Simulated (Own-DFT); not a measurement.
# PBE against PBEsol on the same cells

Calculated results; nothing here was measured. They come from Own-DFT, an in-house plane-wave density functional program, since retired, whose code no person has reviewed. Each row is one single-point run on a periodic cell that was not relaxed, without spin or spin-orbit coupling.

Known limits, some of them of some rows only: not probed for a lower state with spin; forces on such cells failed a check on a denser k mesh; forces on such cells passed a denser k mesh, each cell not checked; stress not checked against mesh or cutoff.

Each cell was run twice at the same cutoff, k mesh and smearing, with PBE and with PBEsol, on PseudoDojo norm-conserving files made for PBE. Atoms were moved at random from their sites; u is the rms move along one axis. Files made for PBEsol would give a somewhat different change.

| cell | atoms | volume (Å³/atom) | u (Å) | cutoff (hartree) | P with PBE (GPa) | P with PBEsol (GPa) | change (GPa) |
|---|---|---|---|---|---|---|---|
| C40 NbSi2 with two Si on a Nb site each (Nb10Si26) | 36 | 14.64 | 0.054 | 42 | 2.55 | -0.81 | -3.36 |
| C40 NbSi2 with two Si on a Nb site each (Nb10Si26) | 36 | 14.64 | 0.055 | 42 | 2.65 | -0.71 | -3.36 |
| C40 NbSi2 with two Si on a Nb site each (Nb10Si26) | 36 | 14.64 | 0.085 | 42 | 5.36 | 1.99 | -3.36 |
| diamond-structure SiGe in clusters (Ge32Si32) | 64 | 21.31 | 0.029 | 42 | 2.95 | 0.67 | -2.29 |
| diamond-structure SiGe in clusters (Ge32Si32) | 64 | 21.31 | 0.055 | 42 | 3.46 | 1.17 | -2.29 |
| diamond-structure SiGe in clusters (Ge32Si32) | 64 | 21.31 | 0.027 | 42 | 2.92 | 0.64 | -2.28 |
| diamond-structure SiGe in ordered layers (Ge16Si48) | 64 | 20.66 | 0.032 | 42 | 2.50 | 0.71 | -1.79 |
| diamond-structure SiGe in ordered layers (Ge16Si48) | 64 | 20.66 | 0.030 | 42 | 2.51 | 0.71 | -1.79 |
| diamond-structure SiGe in ordered layers (Ge16Si48) | 64 | 20.66 | 0.028 | 42 | 2.35 | 0.57 | -1.78 |
| wurtzite AlGaN with randomly placed atoms (Al9Ga27N36) | 72 | 10.84 | 0.047 | 42 | 14.27 | 9.11 | -5.16 |
| wurtzite AlGaN with randomly placed atoms (Al9Ga27N36) | 72 | 11.17 | 0.032 | 42 | 6.33 | 1.44 | -4.88 |
| wurtzite AlGaN with randomly placed atoms (Al9Ga27N36) | 72 | 11.17 | 0.030 | 42 | 6.29 | ? | ? |

## Worked reading

Mean change of pressure by composition, in GPa: AlGa3N4, -5.02; Nb5Si13, -3.36; GeSi, -2.29; GeSi3, -1.79. At a fixed cell PBEsol gives the lower pressure, because it favours a smaller volume than PBE. Here the change varies more between materials than between cells of one material.

## Withheld value

Question: what PBEsol pressure should the Al9Ga27N36 cell with the blank give?

Adding the mean change of the cells with its composition, -5.02 GPa, to 6.29 gives 1.3 GPa. The calculation gave 1.40 GPa.
